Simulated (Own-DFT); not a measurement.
# Energy and forces against displacement in grey tin, 64 atoms (Sn64)

Calculated results; nothing here was measured. The program, named Own-DFT, is a retired in-house plane-wave density functional code that no person has reviewed. Each row is one single-point run on a periodic cell that was not relaxed, without spin or spin-orbit coupling.

Settings of every run: PBE; PseudoDojo norm-conserving scalar-relativistic files; cutoff 42 hartree; 3 x 3 x 3 k mesh centred on Gamma; cold (Marzari-Vanderbilt) smearing of 0.2 eV.

Known limits: forces on such cells moved up to 12 meV/angstrom on a denser k mesh; stress not checked against mesh or cutoff.

Cell vectors in Å: (12.978, 0.000, 0.000); (0.000, 12.978, 0.000); (0.000, 0.000, 12.978). In each run every atom was moved at random and independently from its ideal site; u is the rms move along one axis. E is the free energy for each atom above the fitted value at u = 0, and F the rms of the force components.

```
run   u (Å)  E (meV/atom)  F (eV/Å)  largest force (eV/Å)  P (GPa)
  1  0.0178           4.0     0.194                  0.61     3.37
  2  0.0197           4.4     0.200                  0.68     3.37
  3  0.0200           5.4     0.225                  0.77     3.38
  4  0.0501          28.9     0.516                  1.67     3.59
  5  0.0533          36.8     0.592                  2.95     3.66
  6  0.0925             ?         ?                     ?        ?
  7  0.1007         129.3     1.124                  4.68     4.50
  8  0.1332         241.8     1.731                 10.34     5.64
```

## Worked fit

For small independent moves the energy grows as E = (3/2) K u², with K the mean stiffness felt by one atom. The runs with u up to 0.11 Å give K = 8.3 ± 0.3 eV/Å², with residuals divided by u² + 0.0006 Å², since the noise grows with the moves. The scatter is 1.7 meV/atom at u = 0.05 Å. The forces follow F = G u with G = 10.8 eV/Å²; no force at u = 0 is resolved. G exceeds K because the moves of its neighbours add to the force on an atom, and stiffness differs between atoms. The pressure follows P = 3.33 + 115 u² GPa: at fixed volume, shortened bonds push harder than stretched ones pull.

## Withheld run

Question: what energy and rms force should run 6 give?

The fit gives 107 ± 6 meV/atom and about 1.00 eV/Å. The calculation gave 100.6 meV/atom and 0.978 eV/Å.
